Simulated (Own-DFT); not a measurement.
Simulation results for SiC (2H silicon carbide, atoms displaced)

All values are calculated (Own-DFT development build). A calculation, not a measurement: plane-wave PBE density functional theory by an unreviewed code, no spin, of a simulated periodic cell, stress positive in tension, free energy of the whole cell less one offset for each atom, forces on such cells passed a denser k mesh, this cell's mesh not checked; offsets are fitted by least squares, one for each functional and potential file, so energies compare only between cells with the same atoms and settings and are not formation energies; the far tail of each file's local potential was reset to the Coulomb form; each entry is a single point on an unrelaxed cell, so the pressure reflects the starting lattice, mostly measured values (interpolated for alloys), from which strain is counted, and rises with the displacements; printed positions are rounded, which can move forces by about a meV/angstrom; the program, named Own-DFT, is a retired in-house code; no spin-orbit coupling.

Common to all runs: functional PBE; potential files PseudoDojo norm-conserving, scalar-relativistic, standard set; wave cutoff 42 hartree; occupations Fermi-Dirac; smearing width 0.1 eV; hardware one NVIDIA H100; k mesh 4 x 4 x 3 centred on Gamma.

```json
{"entry": 1, "formula": "SiC", "kind": "2H silicon carbide, atoms displaced", "structure": {"cell_angstrom": [[9.2481, 0.0, 0.0], [-4.6241, 8.0091, 0.0], [0.0, 0.0, 10.0681]], "atoms_fractional": [["Si", 0.00428, 0.99931, 0.0055], ["Si", 0.1178, 0.2224, 0.24881], ["C", 0.00307, 0.00181, 0.1843], ["C", 0.10845, 0.21928, 0.43858], ["Si", 0.99931, 0.0023, 0.49827], ["Si", 0.11236, 0.21974, 0.74897], ["C", 0.00128, 0.99674, 0.69218], ["C", 0.11419, 0.2214, 0.94539], ["Si", 0.0005, 0.32951, 0.00114], ["Si", 0.10661, 0.55357, 0.24812], ["C", 0.99971, 0.33122, 0.18368], ["C", 0.10684, 0.55612, 0.42966], ["Si", 0.99514, 0.33027, 0.50087], ["Si", 0.11416, 0.55809, 0.75175], ["C", 0.99974, 0.34003, 0.68798], ["C", 0.1123, 0.55748, 0.93701], ["Si", 0.00024, 0.6695, 0.99702], ["Si", 0.11242, 0.88613, 0.25764], ["C", 0.99297, 0.6619, 0.19292], ["C", 0.11275, 0.89124, 0.43807], ["Si", 0.99265, 0.66352, 0.50063], ["Si", 0.10185, 0.88456, 0.74714], ["C", 0.00078, 0.66906, 0.68804], ["C", 0.1154, 0.89072, 0.94016], ["Si", 0.3343, 0.99981, 0.0006], ["Si", 0.44843, 0.22523, 0.25467], ["C", 0.32769, 0.99512, 0.18533], ["C", 0.44323, 0.2205, 0.4397], ["Si", 0.32857, 0.9992, 0.49874], ["Si", 0.44806, 0.22346, 0.74949], ["C", 0.33552, 0.00196, 0.68865], ["C", 0.4393, 0.22212, 0.94057], ["Si", 0.33671, 0.33396, 0.99902], ["Si", 0.44492, 0.55357, 0.24631], ["C", 0.33371, 0.33579, 0.19065], ["C", 0.44254, 0.55602, 0.4372], ["Si", 0.32599, 0.33029, 0.5], ["Si", 0.43839, 0.55106, 0.75368], ["C", 0.33808, 0.33496, 0.68881], ["C", 0.4479, 0.55689, 0.9357], ["Si", 0.3266, 0.65991, 7e-05], ["Si", 0.44395, 0.89003, 0.25298], ["C", 0.33092, 0.66041, 0.18369], ["C", 0.44489, 0.88991, 0.43469], ["Si", 0.3355, 0.66846, 0.5064], ["Si", 0.44213, 0.88963, 0.75318], ["C", 0.33652, 0.66554, 0.6869], ["C", 0.44821, 0.88835, 0.94053], ["Si", 0.66683, 0.9994, 0.0007], ["Si", 0.78207, 0.22331, 0.24831], ["C", 0.66657, 0.00186, 0.18801], ["C", 0.78434, 0.2299, 0.43668], ["Si", 0.66293, 0.00162, 0.49696], ["Si", 0.7794, 0.2241, 0.74495], ["C", 0.66522, 0.0007, 0.68848], ["C", 0.77744, 0.22365, 0.94089], ["Si", 0.67122, 0.33452, 0.99471], ["Si", 0.77311, 0.55488, 0.24849], ["C", 0.66904, 0.33454, 0.19338], ["C", 0.7818, 0.55744, 0.43777], ["Si", 0.67165, 0.33789, 0.49938], ["Si", 0.78098, 0.56045, 0.75128], ["C", 0.6645, 0.33407, 0.68601], ["C", 0.7848, 0.56315, 0.94195], ["Si", 0.67374, 0.66969, 0.00227], ["Si", 0.7769, 0.8895, 0.25528], ["C", 0.66772, 0.6662, 0.18438], ["C", 0.77885, 0.88506, 0.43614], ["Si", 0.66997, 0.6673, 0.50119], ["Si", 0.78272, 0.88357, 0.75096], ["C", 0.67389, 0.67282, 0.68115], ["C", 0.77285, 0.88559, 0.94034]]}, "results": {"free_energy_of_cell_above_offsets [eV]": "-10.253", "pressure [GPa]": 4.0, "stress_xx [GPa]": -3.05, "stress_yy [GPa]": -2.62, "stress_zz [GPa]": -6.32, "stress_yz [GPa]": -0.36, "stress_xz [GPa]": -0.19, "stress_xy [GPa]": -0.36, "force_element": ["Si", "Si", "C", "C", "Si", "Si", "C", "C", "Si", "Si", "C", "C", "Si", "Si", "C", "C", "Si", "Si", "C", "C", "Si", "Si", "C", "C", "Si", "Si", "C", "C", "Si", "Si", "C", "C", "Si", "Si", "C", "C", "Si", "Si", "C", "C", "Si", "Si", "C", "C", "Si", "Si", "C", "C", "Si", "Si", "C", "C", "Si", "Si", "C", "C", "Si", "Si", "C", "C", "Si", "Si", "C", "C", "Si", "Si", "C", "C", "Si", "Si", "C", "C"], "force_x [eV/angstrom]": [-0.688, -1.471, -0.061, -0.426, 0.341, -0.276, -0.995, -0.359, -0.313, 0.566, 0.492, 0.741, 0.99, -0.245, 1.115, -0.483, 1.054, -0.748, 0.547, -0.773, 1.762, 2.505, 0.286, -0.619, 0.315, -0.422, 0.66, -0.032, 1.254, -0.63, -0.837, 1.893, -0.64, -0.497, 1.238, 0.518, 1.307, 1.461, -0.876, -0.049, 1.192, -0.036, -0.379, -0.516, -0.605, 0.752, -0.845, -0.978, -0.032, -0.378, 0.176, -0.847, 0.913, -0.496, 0.728, 0.773, -1.214, 0.74, -0.213, -1.505, -0.775, -0.342, 0.833, -0.573, -1.274, 0.442, -0.489, -0.759, -0.693, -2.014, -0.6, 1.41], "force_y [eV/angstrom]": [-0.218, -0.171, -0.638, 0.397, -0.804, 0.642, 1.048, -0.079, 0.577, -0.069, 0.106, -0.083, 1.543, 0.213, -0.974, -0.796, 0.247, -0.062, 0.879, -0.567, 0.75, 0.981, -0.799, -0.35, -0.15, -0.84, 0.864, 0.552, 0.27, -0.412, -0.646, 0.08, 0.491, 0.737, -0.461, -0.1, 0.879, 1.028, -0.612, -0.269, 1.244, -0.756, 0.8, -0.187, -0.447, 0.064, 0.346, -0.312, 0.105, 0.131, -0.383, -1.577, 0.12, -0.379, -0.272, -0.421, 0.181, -0.007, -0.346, -0.308, -0.534, -0.628, 0.696, -1.258, -0.304, 0.109, 0.345, 0.872, -0.652, 1.134, -1.405, 0.851], "force_z [eV/angstrom]": [-1.384, -0.09, 2.402, -0.12, 0.516, 0.987, -1.421, -1.662, -0.541, -0.605, 1.114, 2.57, -0.485, -0.449, -0.004, 0.052, 1.621, -2.16, -1.241, 1.077, -0.459, 1.263, -0.136, -0.943, -0.082, -0.999, 1.222, 0.221, 0.629, 0.348, -0.172, -0.784, 0.766, 0.75, -0.663, 0.187, 0.011, -1.047, -0.248, 0.906, -0.104, -1.724, 0.976, 1.209, -2.42, -0.243, 1.17, -0.246, 0.053, 0.069, 0.546, -0.014, 0.599, 1.115, -0.313, -1.268, 1.62, 0.488, -1.3, -0.258, -0.173, -0.265, 0.572, -1.341, -0.563, -1.975, 1.191, 0.933, -1.111, 0.265, 1.967, -0.409], "wall_time [s]": 371.6}}
{"entry": 2, "formula": "SiC", "kind": "2H silicon carbide, atoms displaced", "structure": {"cell_angstrom": [[9.2481, 0.0, 0.0], [-4.6241, 8.0091, 0.0], [0.0, 0.0, 10.0681]], "atoms_fractional": [["Si", 0.00224, 0.99703, 0.99705], ["Si", 0.11266, 0.22687, 0.25253], ["C", 0.99826, 0.99622, 0.1871], ["C", 0.11428, 0.22539, 0.4369], ["Si", 0.99773, 0.99749, 0.49333], ["Si", 0.11198, 0.22352, 0.74713], ["C", 0.00198, 0.0024, 0.68645], ["C", 0.10953, 0.21918, 0.9368], ["Si", 0.99923, 0.3388, 0.99706], ["Si", 0.10816, 0.55971, 0.25163], ["C", 0.99439, 0.33854, 0.18375], ["C", 0.10915, 0.55675, 0.44051], ["Si", 0.99659, 0.32951, 0.50189], ["Si", 0.10557, 0.55272, 0.75244], ["C", 0.00081, 0.33489, 0.68944], ["C", 0.10892, 0.55588, 0.93648], ["Si", 0.99538, 0.65903, 0.00569], ["Si", 0.11236, 0.89252, 0.24828], ["C", 0.99685, 0.66227, 0.18428], ["C", 0.1137, 0.89189, 0.4352], ["Si", 0.99837, 0.66983, 0.50236], ["Si", 0.11441, 0.89197, 0.74779], ["C", 0.00142, 0.66728, 0.68407], ["C", 0.1072, 0.89472, 0.93661], ["Si", 0.33137, 0.00129, 0.00085], ["Si", 0.45174, 0.22984, 0.25517], ["C", 0.33963, 0.00278, 0.18742], ["C", 0.44503, 0.22302, 0.435], ["Si", 0.33185, 0.00282, 0.49945], ["Si", 0.44083, 0.22114, 0.75649], ["C", 0.33494, 0.9973, 0.68979], ["C", 0.45222, 0.22752, 0.9414], ["Si", 0.33393, 0.33099, 0.99822], ["Si", 0.44532, 0.559, 0.24862], ["C", 0.3317, 0.32786, 0.18463], ["C", 0.44822, 0.5585, 0.43589], ["Si", 0.33184, 0.33502, 0.50131], ["Si", 0.44163, 0.55591, 0.75089], ["C", 0.3325, 0.33819, 0.68739], ["C", 0.44694, 0.55727, 0.93997], ["Si", 0.3262, 0.66162, 0.99749], ["Si", 0.44362, 0.88811, 0.24631], ["C", 0.33333, 0.67111, 0.18781], ["C", 0.44078, 0.88479, 0.43628], ["Si", 0.34035, 0.66634, 0.50498], ["Si", 0.45225, 0.89185, 0.74562], ["C", 0.33268, 0.66572, 0.68544], ["C", 0.43767, 0.88759, 0.93362], ["Si", 0.66311, 0.00261, 0.99631], ["Si", 0.78063, 0.22032, 0.24845], ["C", 0.66507, 0.99908, 0.18731], ["C", 0.77, 0.21953, 0.43802], ["Si", 0.6593, 0.00155, 0.50224], ["Si", 0.77192, 0.2199, 0.74946], ["C", 0.66481, 0.99861, 0.68575], ["C", 0.7818, 0.22308, 0.93677], ["Si", 0.66686, 0.33292, 0.99616], ["Si", 0.77907, 0.55607, 0.24519], ["C", 0.66589, 0.33276, 0.18783], ["C", 0.7715, 0.54859, 0.44014], ["Si", 0.66751, 0.33326, 0.49526], ["Si", 0.77821, 0.55192, 0.74606], ["C", 0.66495, 0.33531, 0.68264], ["C", 0.77659, 0.55663, 0.93624], ["Si", 0.66698, 0.66597, 0.00093], ["Si", 0.77545, 0.88979, 0.25028], ["C", 0.66449, 0.66799, 0.18331], ["C", 0.77491, 0.889, 0.43948], ["Si", 0.66359, 0.66959, 0.49911], ["Si", 0.78069, 0.89117, 0.75281], ["C", 0.67107, 0.67512, 0.68622], ["C", 0.78507, 0.89224, 0.93824]]}, "results": {"free_energy_of_cell_above_offsets [eV]": "-10.617", "pressure [GPa]": 3.75, "stress_xx [GPa]": -2.87, "stress_yy [GPa]": -2.27, "stress_zz [GPa]": -6.11, "stress_yz [GPa]": -0.09, "stress_xz [GPa]": -0.01, "stress_xy [GPa]": -0.36, "force_element": ["Si", "Si", "C", "C", "Si", "Si", "C", "C", "Si", "Si", "C", "C", "Si", "Si", "C", "C", "Si", "Si", "C", "C", "Si", "Si", "C", "C", "Si", "Si", "C", "C", "Si", "Si", "C", "C", "Si", "Si", "C", "C", "Si", "Si", "C", "C", "Si", "Si", "C", "C", "Si", "Si", "C", "C", "Si", "Si", "C", "C", "Si", "Si", "C", "C", "Si", "Si", "C", "C", "Si", "Si", "C", "C", "Si", "Si", "C", "C", "Si", "Si", "C", "C"], "force_x [eV/angstrom]": [-1.5, -0.212, -0.406, -0.715, -0.025, -0.283, 0.074, 0.03, 1.191, 0.932, 1.663, 0.453, -0.363, 0.623, -0.604, -0.225, -0.482, 0.62, -0.085, -0.526, 0.354, -0.505, -0.251, 2.371, 0.057, -0.664, -1.042, -0.445, 0.792, 0.441, -0.314, -1.132, -0.553, -0.2, -0.235, -0.529, 0.882, 0.89, 0.675, -0.669, 1.006, 0.091, -0.227, -0.223, -1.768, -1.581, -0.152, 0.759, 0.915, -1.389, 0.14, 1.536, 0.873, 0.582, 0.845, -1.205, 0.723, -0.832, 0.658, 0.179, -0.826, -0.754, -0.029, 0.533, -0.158, 0.373, 0.566, -0.265, 1.21, 0.199, -0.205, -1.653], "force_y [eV/angstrom]": [1.311, -0.539, 0.964, -0.446, 0.583, -0.235, -0.068, 0.889, -1.332, -0.515, -0.176, -0.213, 0.875, 0.87, -0.729, 0.03, 1.619, -0.386, 1.326, -0.537, -0.667, -0.574, 0.173, -1.785, -0.05, -1.205, 0.141, 0.161, -0.419, 0.387, 0.936, -1.15, 0.387, -0.776, 1.179, -0.68, 0.233, 0.8, -0.761, -0.45, 1.117, 0.439, -1.152, 0.545, -0.14, -1.201, 0.111, 0.036, -0.916, 0.098, 0.249, 0.048, -0.561, 0.601, 0.696, 0.009, 0.594, -0.339, 0.259, 2.116, -0.271, 1.306, -0.931, -0.516, 0.769, -0.206, -0.083, 0.452, -0.425, 0.094, -1.415, -0.552], "force_z [eV/angstrom]": [1.072, -1.502, 0.228, 0.361, 1.084, 0.617, -0.659, -0.016, 0.287, 0.403, 0.692, -0.129, -0.404, -1.315, -0.105, 0.12, -2.171, -0.294, 1.371, 0.197, -1.172, 0.342, 1.382, -0.075, -0.251, -1.762, 0.202, 1.454, -0.028, -1.532, -0.538, -0.713, 0.266, -0.455, 0.865, 0.124, -0.503, 0.003, 0.305, -0.463, 0.463, 0.786, -0.478, 0.327, -1.636, 0.748, 1.481, 0.318, 0.54, 0.176, -0.439, -0.28, -1.044, -0.427, 0.599, -0.354, 1.092, 1.067, -0.431, -1.082, 0.741, 0.135, 0.891, -0.054, -0.892, -0.323, 1.193, -0.639, 0.293, -0.57, 0.465, 0.046], "wall_time [s]": 349.8}}
{"entry": 3, "formula": "SiC", "kind": "2H silicon carbide, atoms displaced", "structure": {"cell_angstrom": [[9.2481, 0.0, 0.0], [-4.6241, 8.0091, 0.0], [0.0, 0.0, 10.0681]], "atoms_fractional": [["Si", 0.00498, 0.9999, 0.99188], ["Si", 0.11053, 0.22674, 0.25044], ["C", 0.99748, 0.99844, 0.18774], ["C", 0.11245, 0.22418, 0.43715], ["Si", 0.99805, 0.00235, 0.50553], ["Si", 0.10641, 0.21814, 0.75518], ["C", 0.00072, 0.99853, 0.68833], ["C", 0.11293, 0.22371, 0.93479], ["Si", 0.00376, 0.33499, 0.99937], ["Si", 0.10583, 0.55725, 0.24759], ["C", 0.99556, 0.33049, 0.18702], ["C", 0.10712, 0.5606, 0.43951], ["Si", 0.00077, 0.32826, 0.49927], ["Si", 0.11409, 0.56272, 0.75287], ["C", 0.9963, 0.32908, 0.68478], ["C", 0.10839, 0.55337, 0.93268], ["Si", 0.0002, 0.66491, 0.99847], ["Si", 0.11248, 0.88878, 0.25053], ["C", 0.99695, 0.66434, 0.18967], ["C", 0.11005, 0.88966, 0.43957], ["Si", 0.99859, 0.66561, 0.50282], ["Si", 0.10948, 0.88789, 0.74683], ["C", 0.99758, 0.66388, 0.68749], ["C", 0.10991, 0.88773, 0.93978], ["Si", 0.33416, 0.0013, 0.00071], ["Si", 0.44175, 0.22713, 0.24858], ["C", 0.33238, 0.0036, 0.18828], ["C", 0.45352, 0.22381, 0.44175], ["Si", 0.3367, 0.9998, 0.5017], ["Si", 0.4413, 0.2223, 0.75166], ["C", 0.33315, 0.99722, 0.69029], ["C", 0.44526, 0.22442, 0.93317], ["Si", 0.33419, 0.33499, 0.0011], ["Si", 0.44824, 0.55543, 0.24639], ["C", 0.33119, 0.33401, 0.18714], ["C", 0.44773, 0.55567, 0.43981], ["Si", 0.34257, 0.33969, 0.50091], ["Si", 0.44043, 0.54823, 0.74468], ["C", 0.33118, 0.33355, 0.68446], ["C", 0.44518, 0.55674, 0.93618], ["Si", 0.32677, 0.66804, 0.01057], ["Si", 0.44597, 0.88698, 0.25188], ["C", 0.32988, 0.66598, 0.19091], ["C", 0.44271, 0.88779, 0.43668], ["Si", 0.33359, 0.66589, 0.49771], ["Si", 0.44141, 0.89019, 0.75682], ["C", 0.33711, 0.66615, 0.68505], ["C", 0.44472, 0.88966, 0.93404], ["Si", 0.66945, 0.00267, 0.99783], ["Si", 0.78076, 0.22171, 0.24626], ["C", 0.66488, 0.997, 0.18596], ["C", 0.78307, 0.22925, 0.43506], ["Si", 0.66809, 0.99835, 0.5017], ["Si", 0.77584, 0.21173, 0.75552], ["C", 0.66922, 0.00233, 0.68502], ["C", 0.78149, 0.21915, 0.93891], ["Si", 0.65943, 0.33562, 0.99532], ["Si", 0.76937, 0.55424, 0.25326], ["C", 0.67068, 0.33376, 0.18733], ["C", 0.77642, 0.55232, 0.43903], ["Si", 0.66548, 0.33458, 0.50116], ["Si", 0.77778, 0.55466, 0.75116], ["C", 0.66743, 0.33547, 0.6895], ["C", 0.77804, 0.56049, 0.93604], ["Si", 0.66596, 0.6613, 0.00086], ["Si", 0.76876, 0.88462, 0.25424], ["C", 0.67421, 0.66844, 0.18788], ["C", 0.78017, 0.88818, 0.43383], ["Si", 0.66544, 0.66581, 0.49873], ["Si", 0.77553, 0.891, 0.74683], ["C", 0.66367, 0.6624, 0.68003], ["C", 0.78171, 0.8897, 0.93744]]}, "results": {"free_energy_of_cell_above_offsets [eV]": "-10.154", "pressure [GPa]": 3.87, "stress_xx [GPa]": -2.62, "stress_yy [GPa]": -1.99, "stress_zz [GPa]": -6.99, "stress_yz [GPa]": -0.13, "stress_xz [GPa]": -0.42, "stress_xy [GPa]": 0.32, "force_element": ["Si", "Si", "C", "C", "Si", "Si", "C", "C", "Si", "Si", "C", "C", "Si", "Si", "C", "C", "Si", "Si", "C", "C", "Si", "Si", "C", "C", "Si", "Si", "C", "C", "Si", "Si", "C", "C", "Si", "Si", "C", "C", "Si", "Si", "C", "C", "Si", "Si", "C", "C", "Si", "Si", "C", "C", "Si", "Si", "C", "C", "Si", "Si", "C", "C", "Si", "Si", "C", "C", "Si", "Si", "C", "C", "Si", "Si", "C", "C", "Si", "Si", "C", "C"], "force_x [eV/angstrom]": [-1.276, 0.124, -0.035, 0.899, 0.995, 0.145, -0.641, 0.32, -0.457, 0.269, 0.957, 1.624, -0.821, 0.647, 0.283, 0.275, -0.662, -1.032, -0.448, 0.213, -0.424, 0.384, 0.011, 1.051, -0.103, 1.633, 0.784, -1.943, -0.771, 0.516, -0.411, -0.806, -0.093, -0.464, -0.016, -0.623, -0.739, 0.126, -0.004, -0.535, 1.313, -0.944, 0.422, 0.85, -0.66, 1.126, -0.842, -0.115, 0.334, -1.096, -0.282, -0.22, -0.453, -0.488, -0.797, -1.104, 2.171, 2.397, -1.459, -0.486, 1.674, -0.512, 0.195, 0.656, -0.68, 1.841, -1.996, -0.71, 0.83, 0.584, 0.15, -0.646], "force_y [eV/angstrom]": [0.075, -1.572, 0.394, 0.029, -0.054, 1.087, 0.138, -0.017, -0.565, -0.724, 1.195, -1.154, 1.492, -1.565, 0.447, 0.533, 0.171, 0.138, 0.404, 0.204, 0.448, -0.428, 0.598, -0.126, 0.038, -0.766, -0.349, -0.425, -0.068, 0.252, 0.548, -0.547, 0.126, 0.185, 0.394, 0.338, -1.574, 1.45, -1.14, -0.078, -0.093, 1.018, -0.137, 0.094, -0.056, -0.824, 0.408, -0.073, -1.113, -0.398, 0.073, -1.446, 0.836, 2.328, -1.046, 0.897, 0.021, -0.442, -0.006, 0.755, 0.063, 0.172, -1.089, -0.946, 1.605, 1.227, -0.396, -0.035, 0.195, -1.368, 0.658, -0.414], "force_z [eV/angstrom]": [2.171, -0.107, -0.265, 0.215, -1.792, -2.188, 0.484, 1.245, -0.078, 1.38, -0.494, -0.578, 0.061, -2.134, 1.351, 1.97, 0.66, 0.072, -0.745, 0.388, -0.649, 0.628, 0.61, -1.098, -0.17, 0.69, 0.023, -1.009, -0.233, -1.463, -0.199, 1.271, -0.858, 0.777, 0.0, -1.423, -0.437, 0.809, 0.906, 0.654, -2.813, -0.411, 0.422, 0.45, 0.219, -2.455, 0.681, 2.433, 0.415, 0.817, 0.171, 0.256, -1.29, -1.448, 0.79, 0.261, 0.786, -0.093, -0.617, -0.028, 0.394, -0.831, 0.436, 0.212, -0.567, -1.767, -0.195, 1.8, -0.335, 0.521, 1.787, -0.449], "wall_time [s]": 361.5}}
```
